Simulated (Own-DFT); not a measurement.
Simulation results for Al$_{16}$O$_{23}$ (corundum with two vacancies, strained, atoms displaced), Al$_{32}$O$_{47}$ (corundum with one vacancy, atoms displaced), Al$_{31}$GaO$_{48}$ (corundum with substituted atoms, atoms displaced)

Computed with Own-DFT development build. A calculation, not a measurement: plane-wave PBE density functional theory by an unreviewed code, no spin, of a simulated periodic cell, stress positive in tension, free energy of the whole cell less one offset for each atom, defect cell not probed for a lower state with spin; oxygen file: force components 24 meV/angstrom off all-electron in one glass; forces on such cells passed a denser k mesh, this cell's mesh not checked; offsets are fitted by least squares, one for each functional and potential file, so energies compare only between cells with the same atoms and settings and are not formation energies; the far tail of each file's local potential was reset to the Coulomb form; each entry is a single point on an unrelaxed cell, so the pressure reflects the starting lattice, mostly measured values, from which strain is counted, and rises with the displacements; printed positions are rounded, which can move forces by about a meV/angstrom; the program is a retired in-house code; no spin-orbit coupling; before rounding, a Quantum ESPRESSO 7.3.1 run of the same cell and cutoff gave forces within 1 meV/angstrom rms on each cell, which checks the program and not the settings.

Settings shared by all entries: functional PBE; potential files PseudoDojo norm-conserving, scalar-relativistic, standard set; wave cutoff 72 hartree; occupations Fermi-Dirac; smearing width 0.1 eV; k mesh 3 x 3 x 3 centred on Gamma.

```yaml
- entry: 1
  formula: Al16O23
  kind: "corundum with two vacancies, strained, atoms displaced"
  structure:
    cell_angstrom:
      - [5.4057, 0.0306, 8.6688]
      - [-2.7, 4.7684, 8.6839]
      - [-2.7203, -4.7422, 8.6631]
    atoms_fractional:
      - [Al, 0.17103, 0.17083, 0.1884]
      - [Al, 0.32729, 0.324, 0.32862]
      - [Al, 0.43475, 0.42241, 0.41979]
      - [Al, 0.07628, 0.08449, 0.05922]
      - [O, 0.29702, 0.4686, 0.12417]
      - [O, 0.47505, 0.12333, 0.27673]
      - [O, 0.12366, 0.29239, 0.46257]
      - [O, 0.2189, 0.03439, 0.36449]
      - [O, 0.0317, 0.36673, 0.22395]
      - [O, 0.36767, 0.21883, 0.0283]
      - [Al, 0.18296, 0.17187, 0.67128]
      - [Al, 0.32734, 0.33218, 0.81506]
      - [Al, 0.42434, 0.42351, 0.91922]
      - [Al, 0.06597, 0.08657, 0.57594]
      - [O, 0.28184, 0.46673, 0.62698]
      - [O, 0.47529, 0.12487, 0.7693]
      - [O, 0.12271, 0.2816, 0.96872]
      - [O, 0.22417, 0.02497, 0.87508]
      - [O, 0.02836, 0.36941, 0.72643]
      - [O, 0.37786, 0.2163, 0.52342]
      - [Al, 0.1819, 0.67081, 0.17557]
      - [Al, 0.32387, 0.82354, 0.32742]
      - [Al, 0.42363, 0.92459, 0.42819]
      - [Al, 0.071, 0.57438, 0.08255]
      - [O, 0.26635, 0.96543, 0.1389]
      - [O, 0.47211, 0.61909, 0.28145]
      - [O, 0.11799, 0.79185, 0.46623]
      - [O, 0.2234, 0.52322, 0.37987]
      - [O, 0.01908, 0.87223, 0.22459]
      - [O, 0.37676, 0.71967, 0.02961]
      - [Al, 0.18441, 0.67281, 0.67127]
      - [Al, 0.32834, 0.82559, 0.82911]
      - [Al, 0.42778, 0.92327, 0.93788]
      - [Al, 0.07646, 0.57617, 0.57128]
      - [O, 0.27304, 0.97539, 0.62056]
      - [O, 0.47017, 0.62436, 0.78647]
      - [O, 0.1226, 0.76811, 0.97689]
      - [O, 0.22141, 0.5221, 0.88905]
      - [O, 0.02739, 0.86973, 0.72179]
      - [O, 0.38623, 0.71757, 0.52701]
      - [Al, 0.67661, 0.17249, 0.17787]
      - [Al, 0.82828, 0.32561, 0.31616]
      - [Al, 0.92988, 0.4217, 0.42862]
      - [Al, 0.57646, 0.06338, 0.07034]
      - [O, 0.96553, 0.13092, 0.27324]
      - [O, 0.60728, 0.28736, 0.47852]
      - [O, 0.72766, 0.0181, 0.388]
      - [O, 0.51826, 0.38058, 0.22309]
      - [O, 0.87159, 0.22098, 0.02339]
      - [Al, 0.665, 0.17922, 0.67445]
      - [Al, 0.81488, 0.32842, 0.82994]
      - [Al, 0.9274, 0.42626, 0.92054]
      - [Al, 0.57654, 0.06268, 0.57739]
      - [O, 0.77337, 0.46783, 0.62308]
      - [O, 0.96454, 0.13181, 0.77456]
      - [O, 0.62221, 0.28548, 0.96654]
      - [O, 0.72423, 0.03198, 0.87509]
      - [O, 0.5222, 0.37561, 0.7221]
      - [O, 0.8765, 0.21459, 0.53858]
      - [Al, 0.68561, 0.67189, 0.1709]
      - [Al, 0.82808, 0.81803, 0.32617]
      - [Al, 0.9331, 0.92742, 0.42243]
      - [Al, 0.57318, 0.58029, 0.0792]
      - [O, 0.7885, 0.9681, 0.11843]
      - [O, 0.96975, 0.62202, 0.2804]
      - [O, 0.6103, 0.78301, 0.47566]
      - [O, 0.52897, 0.87572, 0.21833]
      - [O, 0.87989, 0.72745, 0.02431]
      - [Al, 0.66218, 0.68167, 0.67906]
      - [Al, 0.81696, 0.82623, 0.83253]
      - [Al, 0.9354, 0.92885, 0.91552]
      - [Al, 0.57976, 0.56793, 0.56342]
      - [O, 0.77585, 0.96837, 0.62494]
      - [O, 0.96527, 0.62982, 0.77788]
      - [O, 0.62431, 0.78411, 0.96503]
      - [O, 0.72344, 0.52231, 0.86871]
      - [O, 0.53224, 0.87649, 0.71602]
      - [O, 0.86796, 0.7188, 0.53825]
  results:
    "free_energy_of_cell_above_offsets [eV]": "-49.854"
    "pressure [GPa]": 12.25
    "stress_xx [GPa]": -15.91
    "stress_yy [GPa]": -11.04
    "stress_zz [GPa]": -9.8
    "stress_yz [GPa]": 1.42
    "stress_xz [GPa]": -1.74
    "stress_xy [GPa]": 1.44
    force_element: [Al, Al, Al, Al, O, O, O, O, O, O, Al, Al, Al, Al, O, O, O, O, O, O, Al, Al, Al, Al, O, O, O, O, O, O, Al, Al, Al, Al, O, O, O, O, O, O, Al, Al, Al, Al, O, O, O, O, O, Al, Al, Al, Al, O, O, O, O, O, O, Al, Al, Al, Al, O, O, O, O, O, Al, Al, Al, Al, O, O, O, O, O, O]
    "force_x [eV/angstrom]": [1.136, 0.56, -2.024, -1.217, -1.546, -0.014, 0.798, -0.14, -1.278, 1.237, -1.332, -1.164, -0.342, 1.897, -0.798, -1.493, 0.471, 0.33, 0.837, 0.018, -0.399, 0.277, -0.205, 0.703, 1.222, -0.488, 2.403, -0.637, 1.428, -0.071, -1.685, -0.203, -1.173, -1.238, -0.467, -0.097, 0.901, 0.247, 0.349, -2.061, -0.173, -1.763, -1.13, -1.383, 0.15, 3.584, -0.022, 2.098, 0.112, 1.848, 0.939, -0.952, -0.483, -0.188, 1.007, -0.164, 0.388, 0.402, -1.517, -0.082, -1.129, -1.896, 1.57, -1.229, 0.208, 2.387, 0.205, -0.825, 2.076, 2.129, -0.585, 1.282, -0.271, 0.863, 0.108, -1.668, -1.61, 0.974]
    "force_y [eV/angstrom]": [2.969, 0.631, 0.26, -1.725, 0.212, -0.327, -1.966, -3.757, 0.834, -0.252, 0.346, -2.701, -0.878, -1.32, 1.836, -1.259, -0.308, 0.35, 0.766, -0.597, -0.122, 0.191, 1.445, -0.063, 1.298, 1.285, -2.273, 0.691, 0.585, 0.648, -0.596, -0.434, 1.654, -0.789, -0.634, 0.627, 1.263, 1.814, 0.962, 0.592, -0.151, 0.73, 0.655, 0.877, -0.143, -0.771, 2.4, -0.124, -0.621, -0.416, 0.589, 0.404, 1.033, 0.308, -0.156, -1.258, 0.632, 0.435, 1.914, -1.632, 0.208, 0.499, -0.518, -0.33, -0.56, -0.334, -1.013, -0.894, -0.539, 1.656, -0.77, -0.162, 0.02, -0.334, -1.725, 0.076, -1.447, 0.209]
    "force_z [eV/angstrom]": [-1.884, -1.319, -1.29, 0.032, -1.509, -0.278, -0.008, 2.434, 1.017, 0.496, 0.181, -0.718, 2.562, -0.579, -0.276, 0.302, -0.01, -0.223, 0.106, 0.669, -0.154, -0.255, 0.082, -0.259, -0.42, 0.86, 1.053, 0.463, 1.15, 1.01, 0.392, -1.702, -1.21, -0.704, 0.677, -0.772, 1.765, -1.663, 0.995, -2.054, -0.654, 0.063, -0.642, 2.355, 0.07, 1.83, -1.805, 1.208, 1.08, 0.659, -0.842, 0.015, 0.789, 0.43, 0.673, -0.817, -1.796, 0.227, -1.919, 0.851, 0.065, -1.698, -2.028, 0.133, -0.312, 1.267, -0.953, -1.405, -0.442, 0.098, -0.044, 1.339, 1.372, 0.223, 0.624, 1.891, -0.348, -0.517]
- entry: 2
  formula: Al32O47
  kind: "corundum with one vacancy, atoms displaced"
  structure:
    cell_angstrom:
      - [5.494, 0.0, 8.6604]
      - [-2.747, 4.7579, 8.6604]
      - [-2.747, -4.7579, 8.6604]
    atoms_fractional:
      - [Al, 0.18483, 0.17973, 0.1936]
      - [Al, 0.31252, 0.33493, 0.32194]
      - [Al, 0.41671, 0.43243, 0.43451]
      - [Al, 0.0756, 0.07404, 0.06395]
      - [O, 0.27535, 0.4742, 0.12506]
      - [O, 0.46387, 0.11362, 0.28554]
      - [O, 0.12764, 0.26647, 0.47079]
      - [O, 0.22108, 0.02322, 0.37291]
      - [O, 0.03919, 0.37006, 0.22628]
      - [O, 0.37948, 0.21138, 0.03554]
      - [Al, 0.17076, 0.16814, 0.67549]
      - [Al, 0.33601, 0.33008, 0.82734]
      - [Al, 0.43049, 0.41798, 0.94609]
      - [Al, 0.08017, 0.08167, 0.54983]
      - [O, 0.30586, 0.46498, 0.61475]
      - [O, 0.46535, 0.12261, 0.77512]
      - [O, 0.13864, 0.26642, 0.97217]
      - [O, 0.20625, 0.01868, 0.90216]
      - [O, 0.03765, 0.36714, 0.71963]
      - [O, 0.38548, 0.21704, 0.5276]
      - [Al, 0.18092, 0.67411, 0.17634]
      - [Al, 0.31955, 0.83348, 0.31682]
      - [Al, 0.42544, 0.92136, 0.43177]
      - [Al, 0.07609, 0.57109, 0.07974]
      - [O, 0.28718, 0.96775, 0.11593]
      - [O, 0.47457, 0.63172, 0.26708]
      - [O, 0.1324, 0.77991, 0.4744]
      - [O, 0.2304, 0.52646, 0.37511]
      - [O, 0.01955, 0.88193, 0.2208]
      - [O, 0.37665, 0.71596, 0.02879]
      - [Al, 0.16753, 0.68197, 0.66795]
      - [Al, 0.31833, 0.82797, 0.82718]
      - [Al, 0.4209, 0.92942, 0.9241]
      - [Al, 0.07518, 0.57351, 0.58339]
      - [O, 0.29055, 0.97599, 0.62487]
      - [O, 0.49207, 0.62135, 0.77589]
      - [O, 0.11693, 0.7807, 0.96797]
      - [O, 0.20629, 0.53817, 0.87528]
      - [O, 0.0226, 0.86859, 0.723]
      - [O, 0.38082, 0.69897, 0.54199]
      - [Al, 0.68215, 0.18488, 0.16766]
      - [Al, 0.84105, 0.35268, 0.28185]
      - [Al, 0.92541, 0.42693, 0.42794]
      - [Al, 0.56034, 0.06997, 0.07456]
      - [O, 0.78723, 0.46585, 0.12539]
      - [O, 0.98166, 0.12594, 0.27054]
      - [O, 0.62777, 0.28703, 0.45471]
      - [O, 0.7053, 0.0407, 0.39021]
      - [O, 0.53777, 0.37458, 0.21832]
      - [O, 0.88589, 0.22581, 0.0064]
      - [Al, 0.67736, 0.16433, 0.68958]
      - [Al, 0.8349, 0.31431, 0.81859]
      - [Al, 0.9281, 0.43013, 0.91518]
      - [Al, 0.56437, 0.06447, 0.57628]
      - [O, 0.76582, 0.4537, 0.63618]
      - [O, 0.99143, 0.13873, 0.76073]
      - [O, 0.62799, 0.26953, 0.98937]
      - [O, 0.71368, 0.02994, 0.88552]
      - [O, 0.52112, 0.38123, 0.72314]
      - [O, 0.8682, 0.22921, 0.54513]
      - [Al, 0.66259, 0.68126, 0.18266]
      - [Al, 0.82166, 0.82395, 0.3107]
      - [Al, 0.93326, 0.92189, 0.43506]
      - [Al, 0.55709, 0.59128, 0.08971]
      - [O, 0.76534, 0.97829, 0.12242]
      - [O, 0.96472, 0.64431, 0.28058]
      - [O, 0.73387, 0.53285, 0.35495]
      - [O, 0.53276, 0.86964, 0.22108]
      - [O, 0.86801, 0.71711, 0.03406]
      - [Al, 0.65918, 0.68101, 0.67653]
      - [Al, 0.8182, 0.8287, 0.83129]
      - [Al, 0.914, 0.93008, 0.93004]
      - [Al, 0.56694, 0.56667, 0.58006]
      - [O, 0.7879, 0.96948, 0.63173]
      - [O, 0.9674, 0.63182, 0.78487]
      - [O, 0.63343, 0.76766, 0.9704]
      - [O, 0.72808, 0.52781, 0.87506]
      - [O, 0.53076, 0.87192, 0.7278]
      - [O, 0.88607, 0.70351, 0.54209]
  results:
    "free_energy_of_cell_above_offsets [eV]": "-43.558"
    "pressure [GPa]": 13.87
    "stress_xx [GPa]": -14.52
    "stress_yy [GPa]": -14.13
    "stress_zz [GPa]": -12.97
    "stress_yz [GPa]": 2.81
    "stress_xz [GPa]": 1.53
    "stress_xy [GPa]": 0.75
    force_element: [Al, Al, Al, Al, O, O, O, O, O, O, Al, Al, Al, Al, O, O, O, O, O, O, Al, Al, Al, Al, O, O, O, O, O, O, Al, Al, Al, Al, O, O, O, O, O, O, Al, Al, Al, Al, O, O, O, O, O, O, Al, Al, Al, Al, O, O, O, O, O, O, Al, Al, Al, Al, O, O, O, O, O, Al, Al, Al, Al, O, O, O, O, O, O]
    "force_x [eV/angstrom]": [0.516, 2.64, 5.576, -4.548, -1.0, -0.886, 0.39, 1.129, -0.827, -1.575, 2.519, -1.552, 2.002, -3.25, -5.399, 0.418, -0.985, 6.348, 0.245, -3.374, -1.965, 1.543, 1.829, -0.994, -0.672, -2.729, 0.206, -0.938, 0.274, -0.861, 0.378, 0.265, 0.669, 0.566, 0.275, -4.166, 0.665, 1.484, -0.464, -1.821, -0.521, -0.921, -1.802, 1.501, -0.524, -0.459, 0.106, 4.785, -1.659, -0.916, 0.629, -2.502, -0.495, -0.786, 0.712, -2.168, -0.427, 0.892, 0.652, 1.394, 2.665, -4.262, -1.604, 5.101, 0.886, 4.858, -1.134, -2.241, 0.102, 4.202, 1.159, 1.603, 2.246, -0.569, 2.11, -1.794, -0.448, -0.856, -1.444]
    "force_y [eV/angstrom]": [2.644, -2.795, -0.178, -1.731, -0.31, 1.767, 2.613, -2.251, 0.828, 2.38, 1.53, -0.206, 2.349, -3.141, -1.028, 0.139, 1.575, 3.278, 1.584, 0.963, 0.965, -0.23, -1.129, 2.622, -1.661, -1.539, 0.394, 0.504, -0.792, 0.426, -2.444, -0.862, -0.015, -0.834, -0.565, -1.667, -0.371, -1.477, 2.027, 3.393, -1.688, -9.507, -0.61, -2.16, 6.796, -0.514, -0.774, 1.249, 0.736, -2.245, 3.797, 1.389, -1.102, 0.81, 1.776, -4.364, 2.246, 0.448, -2.797, 0.035, 0.596, 0.619, 1.535, -0.153, -0.652, -3.346, -1.575, -0.165, 0.408, 0.006, -1.101, 0.207, 0.271, 0.452, -0.141, 0.977, 0.409, -0.491, 1.871]
    "force_z [eV/angstrom]": [-5.731, 1.856, -1.586, 4.392, 0.315, 0.591, 0.942, 1.254, 1.183, 0.092, 4.798, -3.67, -0.234, 0.494, 0.971, 2.082, 0.613, -4.022, 0.883, -2.492, 0.899, -0.812, 1.054, -1.31, 1.38, 1.632, -1.466, -0.806, 0.147, -0.55, 2.197, -0.031, 0.374, -1.489, -2.091, -2.925, 0.982, 1.023, 2.767, -0.052, 1.071, 1.061, 0.009, 3.964, -4.072, 0.774, 1.949, -2.599, -0.712, 0.497, -2.027, 1.405, 0.407, 3.557, 1.201, -5.082, -2.188, -0.465, 0.298, -1.236, -0.162, 3.052, -1.668, -3.588, 0.864, -3.183, 1.788, -0.004, 1.305, 3.293, -1.062, 0.299, 1.37, -0.651, -1.319, 0.411, -0.783, -0.857, -0.572]
- entry: 3
  formula: Al31GaO48
  kind: "corundum with substituted atoms, atoms displaced"
  structure:
    cell_angstrom:
      - [5.494, 0.0, 8.6604]
      - [-2.747, 4.7579, 8.6604]
      - [-2.747, -4.7579, 8.6604]
    atoms_fractional:
      - [Al, 0.20148, 0.17381, 0.16544]
      - [Al, 0.32782, 0.32012, 0.32563]
      - [Al, 0.41816, 0.41746, 0.42384]
      - [Al, 0.08135, 0.0896, 0.06371]
      - [O, 0.27245, 0.47431, 0.13775]
      - [O, 0.48135, 0.12913, 0.26838]
      - [O, 0.11629, 0.27576, 0.47189]
      - [O, 0.20816, 0.02277, 0.3859]
      - [O, 0.04426, 0.37038, 0.20732]
      - [O, 0.38217, 0.22143, 0.01292]
      - [Al, 0.18164, 0.16095, 0.69104]
      - [Al, 0.32821, 0.30693, 0.83603]
      - [Al, 0.42964, 0.43041, 0.91478]
      - [Ga, 0.06777, 0.06661, 0.57238]
      - [O, 0.27902, 0.47225, 0.62719]
      - [O, 0.4725, 0.12027, 0.78058]
      - [O, 0.14697, 0.263, 0.97295]
      - [O, 0.23113, 0.0234, 0.87134]
      - [O, 0.0372, 0.3766, 0.70849]
      - [O, 0.39063, 0.19981, 0.54155]
      - [Al, 0.19719, 0.68913, 0.15265]
      - [Al, 0.31628, 0.81938, 0.32982]
      - [Al, 0.42824, 0.9178, 0.43234]
      - [Al, 0.09423, 0.56047, 0.06126]
      - [O, 0.26914, 0.98026, 0.1219]
      - [O, 0.47684, 0.62339, 0.2746]
      - [O, 0.13149, 0.78363, 0.47309]
      - [O, 0.22968, 0.53049, 0.36647]
      - [O, 0.03432, 0.86461, 0.22263]
      - [O, 0.3679, 0.73686, 0.02551]
      - [Al, 0.16099, 0.67803, 0.6852]
      - [Al, 0.32028, 0.83093, 0.82364]
      - [Al, 0.41394, 0.93984, 0.93045]
      - [Al, 0.08618, 0.57052, 0.56598]
      - [O, 0.27681, 0.97793, 0.62348]
      - [O, 0.4798, 0.61418, 0.7847]
      - [O, 0.12764, 0.77696, 0.95243]
      - [O, 0.23591, 0.53493, 0.85171]
      - [O, 0.03124, 0.87404, 0.71821]
      - [O, 0.37844, 0.72389, 0.50915]
      - [Al, 0.68741, 0.17931, 0.16971]
      - [Al, 0.83161, 0.3257, 0.3207]
      - [Al, 0.92025, 0.43152, 0.42147]
      - [Al, 0.5825, 0.06689, 0.07273]
      - [O, 0.78485, 0.47735, 0.11492]
      - [O, 0.97713, 0.14118, 0.25665]
      - [O, 0.63172, 0.27659, 0.46354]
      - [O, 0.74457, 0.01398, 0.37793]
      - [O, 0.52404, 0.39227, 0.21041]
      - [O, 0.89249, 0.21673, 0.0128]
      - [Al, 0.67191, 0.19525, 0.66838]
      - [Al, 0.81744, 0.33257, 0.81835]
      - [Al, 0.91488, 0.44051, 0.92957]
      - [Al, 0.57037, 0.06817, 0.57745]
      - [O, 0.77791, 0.46074, 0.62308]
      - [O, 0.96369, 0.12545, 0.79672]
      - [O, 0.60113, 0.29354, 0.97817]
      - [O, 0.73249, 0.02275, 0.87926]
      - [O, 0.54483, 0.36287, 0.72868]
      - [O, 0.88582, 0.21406, 0.51829]
      - [Al, 0.66887, 0.68818, 0.17474]
      - [Al, 0.82152, 0.81564, 0.33847]
      - [Al, 0.93709, 0.93575, 0.42172]
      - [Al, 0.58709, 0.56026, 0.06816]
      - [O, 0.77191, 0.98015, 0.12789]
      - [O, 0.97522, 0.61859, 0.28958]
      - [O, 0.61887, 0.77267, 0.48466]
      - [O, 0.73705, 0.51997, 0.36301]
      - [O, 0.5355, 0.86163, 0.22509]
      - [O, 0.87637, 0.70607, 0.04639]
      - [Al, 0.66936, 0.68216, 0.66785]
      - [Al, 0.83032, 0.81578, 0.82795]
      - [Al, 0.94165, 0.91988, 0.91347]
      - [Al, 0.59192, 0.56396, 0.58773]
      - [O, 0.77597, 0.96, 0.62626]
      - [O, 0.94844, 0.63044, 0.7758]
      - [O, 0.6271, 0.79143, 0.96087]
      - [O, 0.71682, 0.52367, 0.8862]
      - [O, 0.52586, 0.87346, 0.73897]
      - [O, 0.86714, 0.72729, 0.52814]
  results:
    "free_energy_of_cell_above_offsets [eV]": "-44.995"
    "pressure [GPa]": 14.58
    "stress_xx [GPa]": -16.57
    "stress_yy [GPa]": -14.12
    "stress_zz [GPa]": -13.06
    "stress_yz [GPa]": -0.3
    "stress_xz [GPa]": 0.01
    "stress_xy [GPa]": -1.79
    force_element: [Al, Al, Al, Al, O, O, O, O, O, O, Al, Al, Al, Ga, O, O, O, O, O, O, Al, Al, Al, Al, O, O, O, O, O, O, Al, Al, Al, Al, O, O, O, O, O, O, Al, Al, Al, Al, O, O, O, O, O, O, Al, Al, Al, Al, O, O, O, O, O, O, Al, Al, Al, Al, O, O, O, O, O, O, Al, Al, Al, Al, O, O, O, O, O, O]
    "force_x [eV/angstrom]": [-3.215, -1.156, 1.009, -0.829, 1.623, -1.443, 1.203, 4.55, -0.092, 0.812, -1.62, 1.252, -1.242, -0.431, 0.091, 0.119, -2.664, -1.736, -0.567, -3.335, -4.453, 2.733, -0.479, -2.67, 1.109, -0.24, -2.378, -0.199, 0.05, 3.468, 3.395, 1.382, 3.271, -1.587, 1.198, -0.828, 1.66, -0.66, -0.81, -0.418, 0.294, 0.401, 2.745, 0.087, -1.18, -0.527, -0.787, -2.565, 0.955, -2.091, 3.372, 0.723, 3.073, 4.266, 0.306, 1.295, 3.512, 0.29, -2.173, -3.552, 2.441, 2.316, -0.64, -3.943, 1.206, -0.555, 0.326, -1.862, -3.357, 1.562, -0.354, -2.717, -3.827, -1.722, 0.151, 2.374, -0.823, 2.674, 1.3, 1.132]
    "force_y [eV/angstrom]": [-1.907, 0.022, 0.628, -2.018, 2.253, -1.936, 0.381, 2.819, -0.141, -1.275, 3.373, 3.999, -1.696, 1.168, -0.264, 1.455, 2.424, -0.619, -0.647, 3.719, -4.322, 1.037, 1.011, -0.505, -2.139, 0.147, -1.419, -1.113, 1.456, 0.636, 1.537, -0.286, -1.478, 0.211, -1.183, 2.016, -1.424, -2.681, -3.138, -2.668, -0.965, 0.747, 0.479, 0.071, -1.316, -2.088, -0.251, 2.316, -4.062, 0.46, -2.489, -1.668, -0.776, -1.798, -0.229, 0.545, -0.702, 1.127, 2.094, 1.286, -1.831, 2.203, 0.168, 1.93, -0.771, 0.884, 0.798, -0.709, 2.907, 2.433, -1.258, 1.54, -0.563, 2.111, 0.376, 0.694, -1.711, 2.183, 0.531, -2.13]
    "force_z [eV/angstrom]": [-1.236, -1.752, 3.887, -1.737, -1.939, -0.505, 1.868, -0.979, 0.288, 2.472, -1.641, -0.812, -0.033, 3.519, -0.76, 1.229, -1.346, 0.694, 0.138, -2.635, -2.594, 0.74, -1.19, 1.25, 1.641, -0.653, -2.737, 0.297, 1.285, 1.119, -0.949, 0.098, -0.279, -1.035, 0.308, 0.69, 2.015, 1.079, -1.318, 2.708, -0.615, -1.42, 0.803, 1.048, 0.374, -0.125, 0.144, -1.455, -1.716, 0.562, -2.787, 0.768, -1.939, 3.023, 2.209, -0.662, 1.804, -1.082, 0.444, -1.313, -2.429, 0.377, -1.621, 3.661, -0.21, -0.632, -0.217, 1.2, 2.462, -0.021, 4.44, -0.746, 0.563, -5.525, 2.346, 2.308, -0.007, -2.559, -2.804, 0.157]
```
